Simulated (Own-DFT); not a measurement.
# One trend across several semiconductors

Everything here is calculated. The program is Own-DFT (plane waves, in-house, since retired, never reviewed by a person); positions were held fixed, and spin and spin-orbit coupling were off.

Known weak points (not all hold for every row): forces on such cells moved up to 12 meV/angstrom on a denser k mesh; forces not confirmed at this smearing and k mesh; k mesh not checked against a denser one; forces on such cells passed a denser k mesh, each cell not checked; stress not checked against mesh or cutoff.

All runs are PBE with PseudoDojo norm-conserving files; cutoff and k mesh are each material's own. Every cell starts from measured lattice constants and was given uniform random strains and small random moves of its atoms. Each triple is the change of volume in per cent, the rms move u in Å and the pressure in GPa.

- 4H SiC (C36Si36), 10.36 Å³/atom unstrained: (-3.62, 0.049, 14.70); (-3.18, 0.049, 13.32); (-1.88, 0.047, 9.88); (-0.60, 0.050, 6.83); (-0.32, 0.053, 6.65); (1.10, 0.045, 2.49); (1.15, 0.048, 3.25)
- wurtzite AlN (Al36N36), 10.45 Å³/atom unstrained: (-3.87, 0.051, 14.75); (-3.21, 0.055, 13.90); (-2.33, 0.046, 10.74); (-1.82, 0.047, 9.90); (-1.67, 0.052, 9.39); (1.00, 0.057, 4.32); (1.76, 0.051, 2.09)
- wurtzite GaN (Ga36N36), 11.42 Å³/atom unstrained: withheld
- diamond silicon (Si64), 20.02 Å³/atom unstrained: (-2.39, 0.049, 5.11); (-1.51, 0.050, 4.32); (0.35, 0.052, 2.42); (0.98, 0.050, 1.98); (1.42, 0.055, 1.71); (2.20, 0.052, 0.80); (2.24, 0.047, 0.49)
- zincblende GaAs (As32Ga32), 22.58 Å³/atom unstrained: (-3.27, 0.052, 7.02); (-2.94, 0.053, 6.59); (-1.20, 0.046, 4.80); (1.35, 0.051, 3.04); (1.65, 0.047, 2.81); (2.16, 0.054, 2.63); (3.94, 0.054, 1.33)
- grey tin (Sn64), 34.15 Å³/atom unstrained: (-1.71, 0.052, 4.70); (-0.71, 0.047, 4.01); (-0.60, 0.046, 3.97); (-0.34, 0.050, 3.87); (-0.32, 0.050, 3.97); (1.30, 0.050, 3.11); (1.57, 0.049, 3.01)

## Fit

Fit a line to each set against the fractional change of volume; B is minus its slope, and u is nearly the same within a set. To take it to zero pressure, assume that B rises by 4 GPa for each GPa: B0 = B - 4 x (mean pressure). The bond length of an ideal tetrahedral crystal with the unstrained volume v is d = (√3/4)(8 v)^(1/3). Cohen's empirical rule reads B0 = (1971 - 220 L) d^(-3.5) GPa, with L = 0 for group IV crystals and SiC and 1 for III-V compounds.

```
                  material  L  d (Å)  B (GPa)  mean P (GPa)  B0 (GPa)  rule (GPa)
          4H SiC (C36Si36)  0  1.888  245 ± 8           8.2   212 ± 8         213
    wurtzite AlN (Al36N36)  1  1.893  222 ± 9           9.3   184 ± 9         188
    wurtzite GaN (Ga36N36)  1  1.950        ?             ?         ?         169
    diamond silicon (Si64)  0  2.352   96 ± 3           2.4    86 ± 3          99
zincblende GaAs (As32Ga32)  1  2.448   78 ± 3           4.0    62 ± 3          76
           grey tin (Sn64)  0  2.810   49 ± 3           3.8    34 ± 3          53
```

A line through ln[B0/(1971 - 220 L)] against ln d has a slope of -4.5 ± 0.2 and a scatter of 6 %. Against the rule, B0 stands at 100 % for 4H SiC, 98 % for wurtzite AlN, 87 % for diamond silicon, 81 % for zincblende GaAs, 65 % for grey tin. PBE tends to make silicon and heavier crystals too soft, and the rule itself is only a guide.

## Withheld run

The question: what B0 does the fitted trend give for wurtzite GaN (Ga36N36)?

The line gives 166 GPa. Its own runs give B = 194 ± 6 GPa at a mean pressure of 6.6 GPa, so B0 = 168 GPa.
